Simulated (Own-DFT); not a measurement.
# Same atoms, different arrangement: C34N2Si36, 72 atoms

Calculated results; nothing here was measured. The program, named Own-DFT, is a retired in-house plane-wave density functional code that no person has reviewed. Each row is one single-point run on a periodic cell that was not relaxed, without spin or spin-orbit coupling.

Settings of every run: PBE; PseudoDojo norm-conserving scalar-relativistic files; cutoff 42 hartree; 4 x 4 x 3 k mesh centred on Gamma; Fermi-Dirac smearing of 0.1 eV.

Known limits: not probed for a lower state with spin; forces on such cells passed a denser k mesh, each cell not checked; stress not checked against mesh or cutoff.

All cells hold the same atoms in the same cell, with vectors in Å (9.248, 0.000, 0.000); (-4.624, 8.009, 0.000); (0.000, 0.000, 10.068). Every atom was moved at random from its ideal site; u is the rms move along one axis. The defect's site can differ from row to row. E is the free energy of the cell above the lowest run. The arrangements:

- A: 4H SiC, with two N on a C site each, 3.1 Å apart
- B: 2H SiC, with two N on a C site each, 3.1 Å apart

| arrangement | u (Å) | E (eV) | P (GPa) |
|---|---|---|---|
| A | 0.0288 | 0.000 | 2.64 |
| A | 0.0331 | 0.889 | 2.94 |
| A | 0.0343 | 0.714 | 2.91 |
| A | 0.0487 | 3.895 | 3.90 |
| A | 0.0494 | 3.662 | 3.98 |
| A | 0.0504 | 3.726 | 3.87 |
| B | 0.0274 | 0.686 | 2.79 |
| B | 0.0297 | 0.973 | 2.95 |
| B | 0.0327 | 1.367 | 3.17 |
| B | 0.0491 | 5.803 | 4.90 |
| B | 0.0500 | 5.348 | 4.42 |
| B | 0.0528 | 5.814 | 4.62 |

Question: once the cost of the random moves is taken out, how do the arrangements rank?

## Worked answer

Fit E = a + b u², with one b for all and one a for each arrangement, and with residuals divided by u², since the noise grows with the moves. Then b = 2549 eV/Å², the scatter at u = 0.04 Å is 0.30 eV, and against A:

- B: 0.92 ± 0.13 eV (higher)

These are energies of unrelaxed cells. Relaxing the atoms lowers the strained arrangements most, so the gaps would shrink and small ones could change sign.
